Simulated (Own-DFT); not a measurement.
# Strain and stress in wurtzite GaN, 72 atoms (Ga36N36)

These are calculations, not measurements. The program, named Own-DFT, is a retired in-house plane-wave density functional code that no person has reviewed. Each row is one single-point run on a periodic cell that was not relaxed, without spin or spin-orbit coupling.

Settings of every run: PBE; PseudoDojo norm-conserving scalar-relativistic files (stringent for Ga); cutoff 96 hartree; 4 x 4 x 3 k mesh centred on Gamma; Gaussian smearing of 0.01 eV.

Known limits: forces not confirmed at this smearing and k mesh; stress not checked against mesh or cutoff.

Unstrained cell vectors in Å: (9.567, 0.000, 0.000); (-4.784, 8.285, 0.000); (0.000, 0.000, 10.370). The unstrained cell has measured lattice constants (interpolated for alloys), not those of this functional. That, the random moves and any unrelaxed bonds set the pressure at no strain. Each run strains this cell uniformly, with the atoms carried along. Every atom was also moved at random, by a Gaussian of width 0.05 Å on each axis. Strain is the symmetric tensor, in per cent. Stress is positive in tension, and the pressure is minus a third of its trace.

```
run  e_xx (%)  e_yy (%)  e_zz (%)  e_yz (%)  e_xz (%)  e_xy (%)  s_xx (GPa)  s_yy (GPa)  s_zz (GPa)  s_yz (GPa)  s_xz (GPa)  s_xy (GPa)  P (GPa)  E (meV/atom)
  1     -0.26     -1.07     -0.86     -1.09      1.79      0.68       -7.98      -14.94      -13.00       -3.37        3.48        1.38    11.97          41.9
  2      0.51      1.01      1.32     -0.55     -1.61      1.16       -1.52       -1.51       -2.29       -0.43       -2.80        2.65     1.77          14.5
  3     -1.96     -1.16      1.82     -0.63      1.42     -1.88      -14.64      -14.38       -2.80       -1.44        3.37       -7.41    10.61          49.8
  4     -1.77      1.77     -1.24     -1.59     -1.26      1.36      -14.74       -3.59      -12.70       -3.59       -3.26        3.68    10.34          47.4
  5      1.06      1.12      1.09      0.83     -1.51     -0.24       -0.06       -1.09       -1.25        1.69       -3.32       -0.69     0.80           0.0
  6     -0.23     -1.12     -1.42     -0.11     -0.93      0.38       -8.63      -12.12      -17.67       -0.54       -2.07        0.04    12.81          38.6
  7      1.16      0.99      0.99      0.56     -0.53      0.05       -1.37       -1.96       -0.40        1.41       -1.63       -0.07     1.24           4.9
  8     -1.86     -0.44      0.76     -0.71      1.95     -1.93      -17.52      -10.64       -6.14       -0.70        5.24       -7.92    11.43          58.9
  9      0.89     -1.55     -0.37      1.00     -1.48      0.99       -4.90      -15.19       -8.79        1.82       -3.74        2.09     9.63          43.4
 10     -1.68     -0.38      1.22      1.82      1.48     -1.39      -11.88      -10.17       -5.35        3.46        3.14       -4.03     9.13          38.5
 11      0.13     -1.95     -1.83     -0.83      1.52      1.67       -9.29      -17.90      -18.32       -1.93        2.85        4.04    15.17          59.6
 12     -0.53     -0.60      0.82      1.22      0.52     -0.48      -10.29       -8.35       -4.04        2.40        0.19       -0.86     7.56          11.3
 13      1.00     -1.00     -0.47      1.12      1.01      0.75       -2.84      -12.26       -8.92        1.66        2.08        3.28     8.01          21.6
 14      1.35      0.73     -1.87      0.18     -1.01     -0.32       -3.79       -2.84      -13.67        0.15       -2.55       -0.77     6.76          25.8
 15     -1.14     -0.46      0.32      0.35      1.07     -1.90      -12.45      -10.58       -6.76       -0.45        1.81       -4.18     9.93          38.7
 16      1.20     -1.44     -0.99     -1.64     -1.13     -0.77       -3.23      -12.51      -13.45       -3.97       -1.57       -2.12     9.73          31.9
 17     -1.28     -1.20      1.25     -1.32      0.78      0.33           ?           ?           ?           ?           ?           ?        ?             ?
```

E is the free energy for each atom above the lowest run shown.

## Worked fit

Each stress component was fitted by least squares to a constant and the strains of the runs shown, as fractions, with shears doubled. Shear strains stay in the fit of a normal stress only where such slopes are resolved. The slopes, in GPa:

| stress | at no strain | per e_xx | per e_yy | per e_zz | scatter |
|---|---|---|---|---|---|
| s_xx | -7.0 | 448 ± 31 | 52 ± 33 | 92 ± 32 | 1.39 |
| s_yy | -7.6 | 110 ± 27 | 446 ± 29 | 64 ± 28 | 1.21 |
| s_zz | -7.8 | 96 ± 27 | 102 ± 29 | 449 ± 28 | 1.22 |

Each shear stress against twice its own strain: yz 99 ± 8, xz 105 ± 7, xy 138 ± 13 GPa. These are stiffnesses along x, y and z of the frame in which the cell vectors are given, which need not be the crystal's axes. The atoms are held to the strained lattice; where symmetry lets them move under strain, relaxing them would lower some slopes. The table should be nearly symmetric about its diagonal, and what it lacks of that shows the noise. A ninth of its sum, 206 ± 5 GPa, estimates the bulk modulus near the mean pressure of these runs, 8.6 GPa, so it lies above the value at zero pressure.

## Withheld run

Question: what normal stresses and pressure should run 17 give?

The fit gives s_xx = -12.2, s_yy = -13.6, s_zz = -4.6 and P = 10.1 GPa. The calculation gave -14.42, -11.43, -4.53 and P = 10.13 GPa.
